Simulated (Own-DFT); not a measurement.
## Calculated data, AlN (wurtzite, strained, atoms displaced)

Computed with Own-DFT development build. A calculation, not a measurement: plane-wave PBE density functional theory by an unreviewed code, no spin, of a simulated periodic cell, stress positive in tension, free energy of the whole cell less one offset for each atom, forces on such cells passed a denser k mesh, this cell's mesh not checked; offsets are fitted by least squares, one for each functional and potential file, so energies compare only between cells with the same atoms and settings and are not formation energies; the far tail of each file's local potential was reset to the Coulomb form; each entry is a single point on an unrelaxed cell, so the pressure reflects the starting lattice, mostly measured values (interpolated for alloys), from which strain is counted, and rises with the displacements; printed positions are rounded, which can move forces by about a meV/angstrom; the program, named Own-DFT, is a retired in-house code; no spin-orbit coupling.

Common to all runs: functional PBE; potential files PseudoDojo norm-conserving, scalar-relativistic, standard set; wave cutoff 42 hartree; occupations Fermi-Dirac; smearing width 0.1 eV; k mesh 2 x 2 x 2 centred on Gamma.

(1) 
```xyz
128
Lattice="12.3539 -0.0779 -0.0851 -6.2444 10.7520 0.2070 -0.0681 0.1520 9.9998" Properties=species:S:1:pos:R:3:force_x:R:1:force_y:R:1:force_z:R:1 formula=AlN free_energy_of_cell_above_offsets=-53.845 pressure=7.55 stress_xx=-9.01 stress_yy=-8.97 stress_zz=-4.66 stress_yz=3.32 stress_xz=-1.26 stress_xy=-2.02
Al    -0.0322     1.9761     9.9951     -0.226     -1.589      0.293
Al     1.5444     0.9857     2.5284     -0.208     -0.926     -1.019
N     -0.0947     1.8780     1.9281       2.02     -1.133     -1.379
N      1.4961     0.9866     4.4526      0.081     -0.802     -0.976
Al    -0.0549     1.7728     5.0746     -0.522      1.081     -0.263
Al     1.5160     1.0663     7.4641      -1.06     -2.272      0.789
N     -0.0345     1.8826     6.9270     -0.846      0.914      0.767
N      1.4814     1.0405     9.3503     -0.161      0.684      0.898
Al    -1.4733     4.4780     0.1301     -1.617      0.135      0.187
Al     0.0183     3.5926     2.5035     -2.115      0.244      1.782
N     -1.5553     4.4957     2.0276     -0.324     -0.085     -0.477
N     -0.1297     3.4801     4.4240      1.177      2.759      0.289
Al    -1.6158     4.5463     5.1250      1.241     -1.186     -0.352
Al    -0.0929     3.7289     7.6873      0.405     -0.858     -3.733
N     -1.5869     4.6713     7.0761     -0.477     -3.238     -1.793
N     -0.0146     3.7348     9.4466     -2.141     -1.049      0.882
Al    -3.2044     7.3983    10.0871      0.007      -1.67      0.306
Al    -1.5717     6.2708     2.6024      -0.09       0.13     -0.302
N     -3.1429     7.1911     2.0522      0.665     -0.743     -0.575
N     -1.5946     6.2994     4.5379     -0.662     -0.729     -0.884
Al    -3.1268     7.1267     5.1106     -0.425      2.381      0.646
Al    -1.6487     6.3093     7.6275      0.754      3.508      1.101
N     -3.1779     7.2460     7.0369      0.224     -0.033     -0.231
N     -1.5285     6.3838     9.5190     -2.108      0.424      0.131
Al    -4.8183    10.0049    10.1730      0.805      0.249     -0.368
Al    -3.0964     8.8963     2.6436     -1.133      1.647      0.832
N     -4.7165     9.8423     2.0575      1.352      1.493      0.666
N     -3.1005     9.0401     4.5721     -2.191     -1.461     -0.563
Al    -4.7469     9.9318     5.1347      1.913      -0.54       1.51
Al    -3.2499     9.0670     7.6989      0.954     -0.458     -1.042
N     -4.7798     9.9024     7.1654      0.189      1.597     -1.606
N     -3.2298     9.1587     9.5164     -0.058     -0.432      1.695
Al     3.0440     2.0142     9.9501     -0.294     -2.375       1.22
Al     4.6457     0.8943     2.5098     -0.899      0.349     -0.611
N      3.0934     1.8683     1.8752     -0.799      -1.28      0.657
N      4.6034     0.9386     4.3775     -0.892     -0.423      0.542
Al     3.0335     1.8538     4.9379          1      0.073       1.48
Al     4.5198     1.0054     7.5438      1.201     -1.084     -0.935
N      3.0105     1.8995     6.9604      0.841     -0.171     -1.665
N      4.5036     0.9809     9.3721      0.605      1.144      0.882
Al     1.4227     4.5389     9.9923      2.471      2.208      1.653
Al     2.9678     3.5776     2.5910       1.06      0.203     -0.926
N      1.4616     4.4697     1.9066      1.088      0.788       0.62
N      3.1066     3.6345     4.4407     -1.201      0.334      0.118
Al     1.5126     4.5277     5.0193     -0.827     -1.037     -0.153
Al     2.9439     3.6074     7.5975        1.3      1.668     -1.161
N      1.4375     4.5265     6.8671      0.215      0.501      1.813
N      3.0208     3.7273     9.4639     -0.469      0.982     -0.882
Al     0.0095     7.1331     0.1536      -0.46      1.036     -0.727
Al     1.4833     6.2452     2.6746     -0.123      0.425     -2.572
N     -0.0231     7.1914     2.0071     -0.132     -0.202      0.814
N      1.4509     6.3645     4.4667      0.418     -1.315      1.154
Al    -0.1139     7.1276     5.0956       0.98      2.381      1.196
Al     1.4372     6.3232     7.5753      0.532     -0.066      0.704
N     -0.0373     7.2510     7.0645     -1.204     -0.233      -1.41
N      1.3894     6.3591     9.5206      1.095     -0.554     -0.868
Al    -1.5509     9.8583     0.2118     -1.454     -0.296     -0.662
Al    -0.0056     8.9939     2.5916     -1.116     -0.481      0.641
N     -1.6577     9.8635     2.0872      1.526      0.284     -0.346
N     -0.1131     8.9702     4.5037      0.893     -0.019      0.351
Al    -1.6282     9.8685     5.1513      0.725      0.613       1.12
Al    -0.1130     9.0511     7.6069     -0.098     -0.458      0.804
N     -1.6676     9.8940     7.1359     -0.395      1.294     -1.476
N     -0.1873     9.1164     9.5177       1.61     -0.874       0.59
Al     6.1074     1.8648     9.9463     -2.341      1.815      1.433
Al     7.7211     0.8814     2.4313     -1.329      0.178      0.019
N      6.1022     1.8442     1.9382      1.234     -1.979     -1.026
N      7.6761     0.8767     4.3919     -0.443       1.03     -0.795
Al     6.0879     1.7682     5.0335      0.949      1.009     -0.143
Al     7.6927     0.9487     7.3959      -0.11     -0.055       1.73
N      6.1699     1.8411     6.9513     -1.181        0.7     -1.017
N      7.5462     1.0586     9.4649      3.966     -2.079     -1.987
Al     4.6197     4.5045     0.1462      0.467     -2.404     -1.468
Al     6.1778     3.5415     2.5492     -0.784      1.088       -1.5
N      4.5139     4.3463     1.9467      1.153      2.538      1.009
N      6.1768     3.5996     4.3461     -0.421     -0.127      2.727
Al     4.6274     4.5537     5.0938     -0.083     -0.862     -2.252
Al     6.1808     3.6991     7.4969     -1.867     -1.464      1.035
N      4.5614     4.4679     6.8653     -0.038      0.912      2.302
N      6.0892     3.6523     9.4082     -0.235      1.093     -0.149
Al     3.0338     7.0424     0.1125     -0.811      1.433     -1.397
Al     4.5292     6.3152     2.5057      0.988     -1.454      1.069
N      2.9916     7.1992     1.9457      0.221     -0.758      1.035
N      4.5383     6.3194     4.4844     -0.029      0.182     -0.648
Al     2.9824     7.2457     5.0995      0.611     -1.155      0.298
Al     4.5763     6.3536     7.4827     -0.987     -2.287      1.282
N      3.0246     7.2240     7.0529     -0.515     -0.806     -1.841
N      4.4487     6.3108     9.4449      0.921      1.272     -0.216
Al     1.4462     9.9656    10.0866     -0.573      0.012     -0.124
Al     3.0379     8.9374     2.6303     -0.201      0.452     -0.943
N      1.5116     9.8528     2.0146      0.297       0.25      0.008
N      2.9821     8.9514     4.4681      0.807      1.038      1.313
Al     1.4813     9.8996     5.1245     -0.997     -1.264      0.364
Al     3.0688     8.9626     7.4735     -2.223       1.52      2.525
N      1.4175     9.9304     7.0521      1.261     -0.448     -0.858
N      2.9639     9.0493     9.4474      -0.13     -0.544      0.227
Al     9.2603     1.8685     9.9517     -1.924      0.335      0.283
Al    10.8173     0.8696     2.3692      -1.66      0.017      1.183
N      9.1636     1.8627     1.8826      1.886     -2.541      -0.59
N     10.7540     0.9088     4.3131     -0.303     -0.945      -0.02
Al     9.1659     1.8290     4.8696      1.412     -0.185       1.18
Al    10.7527     0.9559     7.4563      0.409      0.198     -0.717
N      9.2345     1.8747     6.9311     -0.238      0.002     -1.673
N     10.7459     0.9537     9.2806      0.334      0.833       1.65
Al     7.6554     4.6113     9.9441     -0.373     -2.098      1.577
Al     9.1453     3.5269     2.5063      1.561      1.856     -0.734
N      7.6969     4.4314     1.8856     -0.686      1.182      0.274
N      9.2072     3.6549     4.3530      0.094     -0.996      1.231
Al     7.7053     4.4259     5.0440     -1.031      0.919      -0.55
Al     9.2168     3.6304     7.5062      0.276      0.082      1.051
N      7.6892     4.5635     6.9611      0.557     -2.033     -1.717
N      9.1988     3.6492     9.4278      0.964      0.625     -0.692
Al     6.0442     7.0724     0.0944      1.066      0.248     -0.586
Al     7.6851     6.2619     2.6035          0     -1.462     -1.697
N      6.2000     7.1375     1.9634     -1.883      0.185      0.472
N      7.6355     6.2773     4.4311      0.907     -1.076      0.971
Al     6.1515     7.0970     5.0819     -1.191      1.293     -0.667
Al     7.6515     6.2451     7.4227     -0.314      2.605      2.585
N      6.0787     7.1246     6.9199      0.921      1.427      0.686
N      7.5314     6.3110     9.4837      0.972      2.341     -1.661
Al     4.4712     9.9441    10.0951     -0.324     -0.356     -0.034
Al     6.1563     8.9526     2.5545      -1.13     -0.909      0.913
N      4.5744     9.8226     1.9926     -0.042      0.235      0.396
N      6.1251     8.9362     4.6103     -0.693     -0.418      -1.95
Al     4.6141     9.8551     5.1350      -1.28      0.493     -0.203
Al     6.0479     8.9900     7.6062      -0.05     -0.417       0.42
N      4.5136     9.9609     7.0741      0.923     -0.858     -1.637
N      5.9745     9.0450     9.5473      0.642      -0.88     -0.929
```

Units: free_energy_of_cell_above_offsets in eV; pressure, stress_xx, stress_yy, stress_zz, stress_yz, stress_xz, stress_xy in GPa; force_x, force_y, force_z in eV/Å.

(2) 
```xyz
128
Lattice="12.6584 0.0188 0.1937 -6.3129 10.5819 0.0898 0.1550 0.1725 9.9987" Properties=species:S:1:pos:R:3:force_x:R:1:force_y:R:1:force_z:R:1 formula=AlN free_energy_of_cell_above_offsets=-52.110 pressure=5.08 stress_xx=-0.58 stress_yy=-11.41 stress_zz=-3.24 stress_yz=3.94 stress_xz=4.62 stress_xy=-0.13
Al    -0.0854     1.7343     0.0356        3.3       0.43     -0.252
Al     1.7027     0.9857     2.6164     -1.656     -1.361     -3.017
N      0.0602     1.7845     1.9118     -0.258      0.351      0.573
N      1.5898     1.0310     4.3923      3.692     -0.907        0.9
Al     0.1772     1.8329     4.9302     -4.112       1.47      2.452
Al     1.7725     1.0921     7.5132     -1.723     -1.015      0.725
N      0.0902     1.8828     6.8901      1.382     -0.009     -0.069
N      1.7552     1.0405     9.3918     -0.166      0.773       1.01
Al    -1.6657     4.3705     0.0794      1.658      0.813     -1.029
Al    -0.0300     3.5962     2.5065      0.919      0.194     -0.211
N     -1.6001     4.5198     1.9323     -0.191     -1.288      0.759
N      0.1503     3.5854     4.3964     -1.768      1.203     -0.054
Al    -1.5690     4.5885     5.0378      0.937     -4.249      0.959
Al     0.1448     3.6761     7.5754     -0.359      -1.02     -0.629
N     -1.4256     4.4629     6.9774     -0.484      2.031     -0.742
N      0.1249     3.6672     9.4090     -0.237      0.689      1.453
Al    -3.1230     7.0099     0.1363     -0.163      0.163      -1.44
Al    -1.4274     6.2919     2.5783     -3.535     -1.434      0.168
N     -3.1220     7.1779     1.9836      0.588     -3.029      0.878
N     -1.5386     6.2361     4.4905     -0.429      2.169     -0.878
Al    -3.1308     7.1585     5.0514      0.209      -0.25      1.319
Al    -1.4133     6.3657     7.5499     -1.588     -0.883      0.899
N     -3.1200     7.2393     6.9895      1.302     -1.971     -0.904
N     -1.3765     6.3250     9.4725     -0.318      0.249       0.37
Al    -4.7208     9.6716     0.1175      0.811      0.136     -1.017
Al    -3.0962     8.8140     2.6253     -0.536      2.752      0.187
N     -4.7668     9.6863     1.9899      2.279      1.318      0.783
N     -3.1263     8.9380     4.6429     -0.019      0.308     -2.072
Al    -4.6738     9.8909     5.0697     -0.552     -1.854      1.187
Al    -3.0117     8.9870     7.5188     -0.124     -0.141      1.894
N     -4.6112     9.8139     7.0144      0.794      1.667     -0.998
N     -2.8946     8.9238     9.5480     -1.145      1.149     -0.947
Al     3.1764     1.8582     0.1328     -0.289     -1.979      -1.21
Al     4.7990     0.8807     2.5901     -0.742      0.788     -0.457
N      3.1684     1.8461     1.9944      0.997     -1.047      0.231
N      4.8924     1.0199     4.4335     -1.847     -0.702      1.341
Al     3.2869     1.8493     5.0867      0.374      0.006     -0.304
Al     4.7886     0.9691     7.5846      2.394      1.677      1.302
N      3.3490     1.9473     7.0329     -0.997     -1.178     -2.213
N      4.9186     1.0782     9.4925     -0.821     -0.056      0.247
Al     1.7724     4.5888    10.0180     -1.597     -0.161      0.898
Al     3.1336     3.5564     2.6078      0.448      1.372     -1.123
N      1.5698     4.4821     1.9278      0.105     -0.743      0.783
N      3.2510     3.5853     4.4479     -0.345      1.187      1.441
Al     1.6034     4.4691     5.0398      1.369      0.739      0.634
Al     3.3195     3.6775     7.4907     -0.025      1.589      2.261
N      1.7067     4.5582     7.0471     -0.118      -1.67     -1.577
N      3.2658     3.7440     9.5188      1.732     -0.042     -1.284
Al     0.0747     7.0601     0.1472     -1.328      0.018     -0.476
Al     1.6497     6.2357     2.5781     -1.305     -0.733      1.113
N      0.0024     7.0954     2.0496      2.712      0.885     -0.669
N      1.7210     6.3093     4.5785     -1.599      -1.13     -1.239
Al    -0.0089     7.0731     5.0695      2.226      1.345      1.009
Al     1.6583     6.2492     7.6163      0.984      2.359      0.581
N      0.1128     7.2284     7.0518        0.2     -1.965     -1.289
N      1.7524     6.3849     9.5939      0.226      0.108     -1.502
Al    -1.3674     9.8309    10.1091      -0.24      0.841      0.808
Al     0.0943     8.8677     2.6575     -1.216       0.61      0.414
N     -1.5273     9.7396     2.1062     -0.368     -1.312     -0.643
N      0.0909     8.8580     4.5430     -1.085      0.324      0.321
Al    -1.5874     9.7916     5.1385      2.911      0.346      0.204
Al     0.1383     8.9179     7.6473     -0.151      1.063        0.8
N     -1.3637     9.8630     7.1060     -1.775     -1.379     -1.638
N      0.2480     9.0320     9.5602     -0.409     -0.683      0.013
Al     6.4945     1.9409    10.0875     -0.763     -0.579       0.33
Al     7.9457     1.0193     2.6798      -2.35     -1.713     -0.694
N      6.2810     1.7074     1.9827       1.67      2.157      0.312
N      7.8519     0.9218     4.5387      2.175      0.835      0.274
Al     6.4099     1.9298     5.0916     -0.466     -1.618      1.968
Al     8.0702     1.0300     7.6129      -1.12      0.047       0.32
N      6.4148     1.8942     7.0941      0.425      0.507     -0.744
N      8.0705     1.1671     9.5971      1.629     -1.278     -1.226
Al     4.9247     4.5782    10.1207     -1.677      0.179      -0.76
Al     6.3228     3.5766     2.5710     -0.763      -0.86      0.753
N      4.7591     4.4500     1.9250     -0.453     -1.567      2.092
N      6.3812     3.6098     4.5394      0.153      2.484     -0.463
Al     4.7748     4.5857     5.1462      1.032     -1.994      0.516
Al     6.4470     3.7268     7.7813     -0.312      -1.17     -2.519
N      4.8789     4.6254     7.0930      0.313     -1.137     -0.812
N      6.4179     3.7253     9.5755      1.894      0.196      0.842
Al     3.1431     7.0950     0.2310      1.038     -1.035     -3.071
Al     4.7495     6.1081     2.6073      0.512        2.2      0.752
N      3.1445     6.9980     1.9655      1.509      1.883       3.14
N      4.8665     6.2776     4.5775     -0.964      0.766     -1.105
Al     3.2551     7.1178     5.2155      0.437       0.03     -0.701
Al     4.8943     6.3823     7.7117     -0.538     -0.417       0.19
N      3.3061     7.0911     7.0170     -0.499      1.332      2.306
N      4.9387     6.3294     9.5996     -0.622      1.733      0.156
Al     1.8063     9.8750    10.1550     -1.555      1.948      1.223
Al     3.1855     8.8733     2.7043     -0.056      0.043     -0.185
N      1.5310     9.8322     2.1152      2.476     -1.256     -0.607
N      3.1944     8.8637     4.6337      1.527      1.022      -1.05
Al     1.6782     9.7334     5.1757     -1.481     -0.262      0.242
Al     3.3093     8.9896     7.7561     -0.442     -1.123     -1.857
N      1.6441     9.7116     7.0550      2.365      1.866      0.762
N      3.3238     9.0531     9.6240       1.04     -0.448     -0.129
Al     9.7413     2.0152    10.1720      -2.46     -2.828      0.993
Al    11.1671     0.9645     2.6938     -0.679     -0.838      0.188
N      9.4695     1.7547     2.1350      2.391      0.116      -1.09
N     11.1212     1.0536     4.6244      1.387     -0.973     -1.406
Al     9.5479     1.7658     5.1201     -0.942      1.476      1.265
Al    11.2282     1.0059     7.7156     -0.289      0.893     -1.091
N      9.6348     1.9525     7.0547     -0.052     -1.401      0.442
N     11.2372     1.1152     9.6615     -0.771     -0.593     -1.442
Al     7.9310     4.4071     0.2264     -1.499      1.025      -0.17
Al     9.5058     3.4614     2.6887     -0.162      3.028      0.908
N      7.8561     4.4481     2.0948      1.983     -0.143       0.46
N      9.6071     3.5983     4.6310       -1.1      0.602      -0.65
Al     7.9943     4.5468     5.2124     -0.159     -1.803     -0.345
Al     9.6274     3.7194     7.7064      0.636     -1.199      0.284
N      8.1017     4.5434     7.1383     -1.257     -1.328      -0.89
N      9.5892     3.6756     9.6919      0.815      2.384     -1.532
Al     6.3665     7.0447     0.2524     -1.015      0.734      0.098
Al     8.0273     6.2221     2.8162     -1.224      0.056       -2.5
N      6.3480     7.0704     2.2085      0.468     -0.277     -0.732
N      7.9976     6.2971     4.6086       0.27     -0.006      1.381
Al     6.4147     7.1511     5.1615     -0.205      0.771      1.021
Al     8.0208     6.2101     7.6766      0.149      3.764      1.855
N      6.4664     7.1622     7.1819      0.425      0.136     -1.668
N      8.0384     6.4359     9.6564      1.653     -1.989     -0.389
Al     4.9151     9.9192    10.1725      0.913      -1.29      1.357
Al     6.3853     8.8798     2.6925     -0.321     -0.914      1.511
N      4.8516     9.7130     2.1818     -1.848      0.733     -0.847
N      6.4467     8.9849     4.6943     -0.444     -0.311     -0.756
Al     4.8259     9.8357     5.1800     -0.023     -0.966      0.669
Al     6.5026     8.9755     7.7132      -0.15     -0.509      0.057
N      4.9122     9.8209     7.1248     -0.817      0.116      0.411
N      6.5262     9.0376     9.5817     -0.735     -0.168      1.316
```

Units: free_energy_of_cell_above_offsets in eV; pressure, stress_xx, stress_yy, stress_zz, stress_yz, stress_xz, stress_xy in GPa; force_x, force_y, force_z in eV/Å.
